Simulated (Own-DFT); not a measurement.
# Computed records: Hf31SiO64 (monoclinic hafnia with substituted atoms, atoms displaced), Hf16O31 (monoclinic hafnia with two neutral oxygen vacancies, strained, atoms displaced)

A calculation, not a measurement: plane-wave PBE and HSE06 DFT by an unreviewed code, no spin, of a simulated cell at Gamma alone, so results move with cell size and shape, stress positive in tension, energies less offsets, not probed for a lower state with spin; hafnium file: forces about 75 meV/angstrom off all-electron values; oxygen file: force components 24 meV/angstrom off all-electron in a glass; k mesh not checked against a denser one; forces and stress are PBE's, HSE06 gives the energy alone, and its difference from PBE has offsets of its own; offsets are fitted by least squares, one for each functional and potential file, so energies compare only between cells with the same atoms and settings and are not formation energies; the far tail of each file's local potential was reset to the Coulomb form; each entry is a single point on an unrelaxed cell, so the pressure reflects the starting lattice, mostly measured values, from which strain is counted, and rises with the displacements; printed positions are rounded, which can move forces by about a meV/angstrom; the program is a retired in-house code; no spin-orbit coupling. Program: Own-DFT development build.

Common to all runs: first functional PBE; second functional HSE06; exact exchange share 0.25; screening 0.11 1/bohr; exchange divergence Gygi-Baldereschi; potential files PseudoDojo norm-conserving, scalar-relativistic, made for PBE, standard set; wave cutoff 48 hartree; occupations fixed; k mesh 1 x 1 x 1 centred on Gamma.

(1) 
```cif
# cell vector a (Å): 10.2340 0.0000 0.0000
# cell vector b (Å): 0.0000 10.3500 0.0000
# cell vector c (Å): -1.6955 0.0000 10.4453
data_Hf31SiO64
_symmetry_space_group_name_H-M 'P 1'
_symmetry_Int_Tables_number 1
_cell_length_a 10.2340
_cell_length_b 10.3500
_cell_length_c 10.5820
_cell_angle_alpha 90.000
_cell_angle_beta 99.220
_cell_angle_gamma 90.000
_cell_volume 1106.39
loop_
_atom_site_label
_atom_site_type_symbol
_atom_site_fract_x
_atom_site_fract_y
_atom_site_fract_z
_atom_site_occupancy
Hf1 Hf 0.13887 0.01901 0.10623 1
Hf2 Hf 0.35579 0.27125 0.14881 1
Hf3 Hf 0.36224 0.47639 0.39519 1
Hf4 Hf 0.13957 0.23014 0.35452 1
O1 O 0.03736 0.16624 0.17289 1
O2 O 0.46427 0.41719 0.07425 1
O3 O 0.46352 0.33788 0.33831 1
O4 O 0.04134 0.08622 0.42540 1
O5 O 0.22367 0.38382 0.23965 1
O6 O 0.27637 0.12673 0.00957 1
O7 O 0.27269 0.11885 0.26227 1
O8 O 0.22717 0.37323 0.49116 1
Hf5 Hf 0.13962 0.02137 0.60067 1
Hf6 Hf 0.36103 0.26608 0.64306 1
Hf7 Hf 0.35958 0.47812 0.89273 1
Si1 Si 0.14059 0.22930 0.85562 1
O9 O 0.03711 0.16912 0.67872 1
O10 O 0.46785 0.41552 0.57881 1
O11 O 0.45456 0.33317 0.82991 1
O12 O 0.03472 0.08607 0.92567 1
O13 O 0.22254 0.38118 0.74192 1
O14 O 0.27337 0.12938 0.51073 1
O15 O 0.27622 0.12020 0.76245 1
O16 O 0.22390 0.37061 0.98720 1
Hf8 Hf 0.13767 0.51773 0.10121 1
Hf9 Hf 0.35977 0.76680 0.14417 1
Hf10 Hf 0.36748 0.97819 0.40075 1
Hf11 Hf 0.14262 0.72931 0.35193 1
O17 O 0.03998 0.66532 0.17492 1
O18 O 0.46187 0.90827 0.07642 1
O19 O 0.46346 0.83425 0.32002 1
O20 O 0.03203 0.58591 0.42346 1
O21 O 0.22353 0.87972 0.23999 1
O22 O 0.27461 0.62785 0.00678 1
O23 O 0.27136 0.62063 0.26058 1
O24 O 0.21753 0.87378 0.49228 1
Hf12 Hf 0.13679 0.52123 0.60423 1
Hf13 Hf 0.36499 0.76874 0.64777 1
Hf14 Hf 0.36094 0.97871 0.89874 1
Hf15 Hf 0.13589 0.72862 0.85468 1
O25 O 0.03661 0.66218 0.67558 1
O26 O 0.46080 0.92007 0.57774 1
O27 O 0.46163 0.82929 0.82347 1
O28 O 0.03653 0.58191 0.92150 1
O29 O 0.22020 0.87695 0.74455 1
O30 O 0.27803 0.62643 0.50909 1
O31 O 0.27846 0.61774 0.76122 1
O32 O 0.22047 0.86814 0.98975 1
Hf16 Hf 0.63580 0.02268 0.09990 1
Hf17 Hf 0.86227 0.26750 0.14576 1
Hf18 Hf 0.86140 0.48577 0.39380 1
Hf19 Hf 0.63641 0.22953 0.35996 1
O33 O 0.53548 0.16784 0.16859 1
O34 O 0.96082 0.41738 0.07495 1
O35 O 0.96856 0.33347 0.32833 1
O36 O 0.53715 0.07702 0.42686 1
O37 O 0.72100 0.37792 0.23718 1
O38 O 0.77243 0.13096 0.00922 1
O39 O 0.77522 0.12207 0.25880 1
O40 O 0.72423 0.37578 0.49193 1
Hf20 Hf 0.64324 0.02142 0.60499 1
Hf21 Hf 0.85950 0.26998 0.63872 1
Hf22 Hf 0.86474 0.48070 0.90162 1
Hf23 Hf 0.63845 0.22495 0.85663 1
O41 O 0.53294 0.16823 0.67114 1
O42 O 0.96219 0.41543 0.57576 1
O43 O 0.96293 0.33646 0.82597 1
O44 O 0.53713 0.08537 0.92813 1
O45 O 0.72408 0.37783 0.74106 1
O46 O 0.77431 0.12710 0.50776 1
O47 O 0.77657 0.12054 0.75783 1
O48 O 0.72246 0.37357 0.98519 1
Hf24 Hf 0.63576 0.51686 0.10110 1
Hf25 Hf 0.86018 0.76579 0.14575 1
Hf26 Hf 0.86411 0.98258 0.39602 1
Hf27 Hf 0.63943 0.73011 0.35470 1
O49 O 0.53892 0.66613 0.17785 1
O50 O 0.96039 0.91544 0.07549 1
O51 O 0.96234 0.83379 0.32643 1
O52 O 0.53521 0.58805 0.42431 1
O53 O 0.72810 0.87828 0.24510 1
O54 O 0.77622 0.63301 0.01012 1
O55 O 0.77128 0.62215 0.26047 1
O56 O 0.72167 0.87096 0.48852 1
Hf28 Hf 0.63768 0.51586 0.59992 1
Hf29 Hf 0.85611 0.77065 0.64453 1
Hf30 Hf 0.86205 0.98105 0.89318 1
Hf31 Hf 0.64002 0.72873 0.85544 1
O57 O 0.53564 0.66420 0.67580 1
O58 O 0.96060 0.91357 0.57460 1
O59 O 0.96120 0.83185 0.83152 1
O60 O 0.53820 0.57989 0.92017 1
O61 O 0.71978 0.88092 0.74030 1
O62 O 0.76972 0.62726 0.50894 1
O63 O 0.77126 0.62419 0.76234 1
O64 O 0.73083 0.87028 0.99331 1
_calc_PBE_energy_of_cell_above_offsets '-90.388'  # eV
_calc_HSE06_less_PBE_above_offsets '0.141'  # eV
_calc_PBE_pressure 2.56  # GPa
_calc_PBE_stress_xx -2.31  # GPa
_calc_PBE_stress_yy -2.26  # GPa
_calc_PBE_stress_zz -3.11  # GPa
_calc_PBE_stress_yz 0.17  # GPa
_calc_PBE_stress_xz 0.03  # GPa
_calc_PBE_stress_xy -0.16  # GPa
```

Force:
```tsv
element	x (eV/Å)	y (eV/Å)	z (eV/Å)
Hf	-0.717	-0.387	-0.553
Hf	1.312	-0.219	-0.917
Hf	-0.585	2.274	1.118
Hf	-0.359	0.283	0.136
O	-0.392	0.285	0.082
O	-0.818	-0.702	0.996
O	1.261	-2.164	-1.42
O	-1.193	-0.289	-0.309
O	0.139	-0.848	-0.118
O	-0.335	0.864	0.043
O	0.766	0.584	-0.081
O	-0.228	-0.536	-0.37
Hf	-0.711	-0.587	1.587
Hf	-0.277	1.46	1.167
Hf	0.311	0.321	-0.079
Si	-2.148	-0.157	-1.68
O	0.615	0.082	0.88
O	-0.525	-0.42	-0.105
O	1.801	-1.479	-0.417
O	1.668	1.838	-0.86
O	-0.868	-1.323	0.187
O	0.643	0.046	-0.012
O	-0.895	0.921	0.592
O	-0.815	-2.019	-0.589
Hf	-0.321	0.975	0.084
Hf	0.172	-0.15	0.339
Hf	-0.908	-0.848	-0.911
Hf	-1.024	0.344	0.632
O	-0.708	-0.054	-0.582
O	0.898	1.108	-0.46
O	-0.133	0.352	0.95
O	0.222	0.15	-0.099
O	0.051	-0.312	0.129
O	-0.035	-0.156	0.597
O	0.906	-0.272	-0.256
O	0.702	-0.371	-0.332
Hf	0.132	-0.219	0.174
Hf	-0.466	-0.372	-0.002
Hf	-0.467	-0.882	-0.595
Hf	0.369	0.128	-0.376
O	-0.993	0.741	-0.26
O	0.512	-0.163	0.388
O	0.168	0.837	0.91
O	-0.214	-0.055	0.369
O	0.342	0.395	-0.535
O	-0.302	0.458	0.164
O	-0.249	0.577	-0.465
O	0.172	0.429	0.269
Hf	0.316	-1.202	1.491
Hf	0.001	0.482	0.263
Hf	0.416	-0.829	0.104
Hf	0.223	0.098	-1.431
O	-0.852	0.557	1.024
O	0.464	-0.168	0.918
O	-0.65	0.329	-0.244
O	0.464	1.259	-0.78
O	0.259	-0.295	0.477
O	0.37	-0.086	-0.002
O	-0.071	0.212	0.312
O	-0.142	-1.131	-1.031
Hf	-1.041	-0.561	0.403
Hf	0.871	0.864	2.276
Hf	-0.415	-0.301	-1.895
Hf	-0.253	2.019	-0.907
O	0.666	-0.59	0.198
O	0.29	0.268	-0.241
O	1.839	-1.424	0.349
O	-0.875	-0.652	-0.789
O	0.219	-0.256	-0.417
O	0.167	0.552	0.048
O	-0.334	0.098	-0.019
O	-0.203	-0.568	0.544
Hf	-0.215	0.7	0.068
Hf	0.477	1.3	0.492
Hf	0.181	-1.412	-0.787
Hf	-0.525	0.187	-0.417
O	-0.636	-0.32	-1.007
O	0.97	0.539	0.297
O	0.72	-0.085	0.241
O	-0.756	-0.594	-0.161
O	-0.455	0.499	-0.792
O	-0.021	-0.785	0.182
O	0.785	-0.378	-0.039
O	0	0.4	0.612
Hf	-0.587	0.936	1.556
Hf	0.722	-0.499	0.496
Hf	0.508	-0.53	0.752
Hf	-0.538	-0.3	-0.02
O	-0.134	0.14	-0.534
O	0.431	0.529	0.377
O	-0.004	-0.139	-0.682
O	-0.19	0.176	0.159
O	0.24	-0.032	-0.234
O	1.072	0.432	0.234
O	0.77	-0.264	-0.272
O	-1.016	0.358	-0.584
```

(2) 
```cif
# cell vector a (Å): 10.3574 -0.1902 0.0511
# cell vector b (Å): -0.1924 10.5172 0.0371
# cell vector c (Å): -1.6638 0.0689 10.5638
data_Hf16O31
_symmetry_space_group_name_H-M 'P 1'
_symmetry_Int_Tables_number 1
_cell_length_a 10.3593
_cell_length_b 10.5190
_cell_length_c 10.6942
_cell_angle_alpha 89.268
_cell_angle_beta 98.673
_cell_angle_gamma 92.099
_cell_volume 1151.22
loop_
_atom_site_label
_atom_site_type_symbol
_atom_site_fract_x
_atom_site_fract_y
_atom_site_fract_z
_atom_site_occupancy
Hf1 Hf 0.13233 0.01731 0.09531 1
Hf2 Hf 0.36014 0.26908 0.14588 1
Hf3 Hf 0.35890 0.48054 0.39834 1
Hf4 Hf 0.14196 0.23108 0.35679 1
O1 O 0.04018 0.16284 0.17577 1
O2 O 0.46534 0.41751 0.07039 1
O3 O 0.45770 0.33766 0.32846 1
O4 O 0.03431 0.08200 0.41808 1
O5 O 0.22150 0.37296 0.23465 1
O6 O 0.27249 0.12520 0.00608 1
O7 O 0.27897 0.12344 0.25975 1
O8 O 0.23250 0.37323 0.49185 1
Hf5 Hf 0.13530 0.02174 0.60057 1
Hf6 Hf 0.36074 0.26955 0.65115 1
Hf7 Hf 0.36277 0.47508 0.89538 1
Hf8 Hf 0.13782 0.23212 0.85153 1
O9 O 0.02889 0.16726 0.67586 1
O10 O 0.46388 0.41624 0.57485 1
O11 O 0.46580 0.33997 0.82395 1
O12 O 0.03234 0.08598 0.92549 1
O13 O 0.22159 0.37388 0.74049 1
O14 O 0.27627 0.12828 0.51045 1
O15 O 0.27474 0.11698 0.76495 1
O16 O 0.22552 0.37301 0.98646 1
Hf9 Hf 0.13959 0.51750 0.10800 1
Hf10 Hf 0.36254 0.76565 0.14954 1
Hf11 Hf 0.36079 0.97683 0.39698 1
Hf12 Hf 0.13058 0.72758 0.35555 1
O17 O 0.03710 0.66607 0.17496 1
O18 O 0.46055 0.91272 0.07454 1
O19 O 0.45925 0.83772 0.32845 1
O20 O 0.03579 0.58911 0.41950 1
O21 O 0.22742 0.88258 0.23900 1
O22 O 0.27409 0.62698 0.01132 1
O23 O 0.27923 0.62234 0.25510 1
O24 O 0.22180 0.87059 0.49091 1
Hf13 Hf 0.13812 0.51742 0.60247 1
Hf14 Hf 0.36461 0.77236 0.64176 1
Hf15 Hf 0.36325 0.98032 0.89210 1
Hf16 Hf 0.14187 0.73361 0.85341 1
O25 O 0.03105 0.66583 0.67120 1
O26 O 0.46302 0.91273 0.57537 1
O27 O 0.45960 0.83533 0.82561 1
O28 O 0.03699 0.58625 0.91891 1
O29 O 0.22612 0.87898 0.73995 1
O30 O 0.27476 0.62904 0.50878 1
O31 O 0.27701 0.62003 0.75963 1
O32 O 0.22895 0.86988 0.98943 1
Hf17 Hf 0.63386 0.02010 0.10495 1
Hf18 Hf 0.85796 0.27194 0.14474 1
Hf19 Hf 0.86134 0.48513 0.39145 1
Hf20 Hf 0.63928 0.23524 0.35421 1
O33 O 0.53917 0.16398 0.17378 1
O34 O 0.96795 0.41627 0.07889 1
O35 O 0.96462 0.32880 0.32608 1
O36 O 0.53792 0.08593 0.41826 1
O37 O 0.72402 0.37626 0.24405 1
O38 O 0.77797 0.13035 0.00404 1
O39 O 0.77144 0.12145 0.26013 1
O40 O 0.72738 0.37245 0.49156 1
Hf21 Hf 0.64105 0.01885 0.60552 1
Hf22 Hf 0.86525 0.27192 0.64170 1
Hf23 Hf 0.86728 0.48596 0.89478 1
Hf24 Hf 0.63869 0.23184 0.85180 1
O41 O 0.53896 0.16847 0.67387 1
O42 O 0.96888 0.41298 0.57962 1
O43 O 0.95866 0.33272 0.82522 1
O44 O 0.53614 0.08572 0.92117 1
O45 O 0.72381 0.38086 0.73915 1
O46 O 0.77810 0.12843 0.51059 1
O47 O 0.77284 0.11767 0.76061 1
O48 O 0.72399 0.37241 0.99159 1
Hf25 Hf 0.63818 0.52394 0.10549 1
Hf26 Hf 0.86340 0.77101 0.14690 1
Hf27 Hf 0.86467 0.98225 0.39945 1
Hf28 Hf 0.63131 0.73350 0.34799 1
O49 O 0.53625 0.66363 0.17207 1
O50 O 0.96694 0.92085 0.07747 1
O51 O 0.96629 0.83756 0.32547 1
O52 O 0.53840 0.58686 0.41847 1
O53 O 0.72097 0.87605 0.24093 1
O54 O 0.77487 0.62314 0.25901 1
O55 O 0.72456 0.86899 0.48989 1
Hf29 Hf 0.63593 0.52105 0.60583 1
Hf30 Hf 0.86174 0.77205 0.64942 1
Hf31 Hf 0.86588 0.98218 0.89491 1
Hf32 Hf 0.63538 0.73189 0.85470 1
O56 O 0.53660 0.66780 0.67737 1
O57 O 0.96772 0.91530 0.58319 1
O58 O 0.96472 0.83565 0.83034 1
O59 O 0.53585 0.58330 0.91937 1
O60 O 0.72190 0.87940 0.73902 1
O61 O 0.77953 0.62803 0.51057 1
O62 O 0.77878 0.61594 0.76468 1
_calc_PBE_energy_of_cell_above_offsets '-90.262'  # eV
_calc_HSE06_less_PBE_above_offsets '1.629'  # eV
_calc_PBE_pressure -4.75  # GPa
_calc_PBE_stress_xx 4.31  # GPa
_calc_PBE_stress_yy 5.56  # GPa
_calc_PBE_stress_zz 4.36  # GPa
_calc_PBE_stress_yz 1.31  # GPa
_calc_PBE_stress_xz 1.41  # GPa
_calc_PBE_stress_xy -5.77  # GPa
```

Force:
```tsv
element	x (eV/Å)	y (eV/Å)	z (eV/Å)
Hf	1.432	1.164	2.084
Hf	0.462	-0.524	0.212
Hf	1.517	0.273	-0.889
Hf	-0.428	-0.744	-1.878
O	-0.578	0.446	-0.163
O	-0.203	-0.615	0.63
O	0.766	-0.369	-0.397
O	0.345	0.117	1.048
O	0.073	0.783	0.364
O	0.472	0.904	0.145
O	-0.151	0.046	0.522
O	-1.31	-0.388	0.088
Hf	0.256	-0.203	0.984
Hf	1.304	-0.144	-0.314
Hf	0.2	1.122	-0.124
Hf	-0.971	-0.455	0.546
O	1.226	-0.755	-0.5
O	0.17	0.119	0.207
O	0.015	-0.679	-0.212
O	0.509	0.524	-0.562
O	0.379	0.289	-0.673
O	-0.254	0.373	0.345
O	-0.388	0.949	-1.033
O	-0.473	-0.512	0.342
Hf	0.191	0.729	-0.7
Hf	-0.585	0.874	-0.815
Hf	0.044	0.97	-1.18
Hf	1.611	2.155	-1.331
O	-0.315	-0.083	-0.318
O	1.235	0.529	0.122
O	1.11	-0.987	-0.128
O	-1.192	-1.996	0.999
O	-0.082	-0.43	-0.081
O	0.202	0.189	-0.089
O	-0.822	-0.828	1.189
O	-0.144	0.03	-0.016
Hf	-0.135	1.312	1.181
Hf	-0.819	-0.87	1.321
Hf	-0.217	-0.529	0.702
Hf	-0.149	-0.466	-0.337
O	0.58	-0.221	-0.07
O	0.972	1.025	-0.266
O	0.912	-0.367	0.003
O	-0.15	-0.222	0.664
O	-0.046	0.148	-0.711
O	0.084	-0.022	-0.096
O	-0.557	-0.289	-0.052
O	-0.662	-0.242	-0.314
Hf	-0.055	0.41	0.02
Hf	1.106	-0.807	0.234
Hf	-0.449	-0.952	0.558
Hf	-0.82	-0.893	-0.026
O	-0.819	0.796	-0.275
O	-0.345	0.082	-0.228
O	-0.128	0.86	0.475
O	-0.459	-0.547	0.842
O	0.468	0.898	-0.694
O	-0.293	-0.124	0.811
O	0.322	-0.216	0.265
O	-0.002	0.123	-0.353
Hf	-0.369	0.83	-0.26
Hf	-1.236	-0.221	1.312
Hf	-0.308	-1.512	-0.191
Hf	0.557	-0.018	-0.083
O	-0.683	-0.145	-0.353
O	0.587	0.89	-1.103
O	0.569	0.066	0.361
O	-0.191	-0.239	0.402
O	0.094	-0.141	-0.411
O	0.102	-0.071	0.001
O	-0.057	0.255	-0.303
O	0.096	0.329	0.189
Hf	-0.071	-0.266	-0.656
Hf	0.351	0.342	0.13
Hf	-0.817	-0.476	-0.945
Hf	0.437	0.104	0.707
O	-0.418	0.505	0.061
O	-1.704	-1.345	-0.192
O	-0.294	-0.04	0.37
O	-0.877	-0.732	0.832
O	0.678	0.491	-1.004
O	0.156	-0.351	-0.118
O	0.023	0.286	0.25
Hf	0.432	0.176	0.04
Hf	0.274	-0.891	0.141
Hf	-1.044	-0.459	-0.205
Hf	-0.434	-0.086	-0.195
O	0.177	-0.303	-0.798
O	-0.181	0.434	-0.832
O	0.208	-0.22	-0.264
O	0.462	0.243	0.627
O	0.259	-0.292	0.197
O	-0.066	-0.046	0.099
O	-0.676	1.146	0.114
```
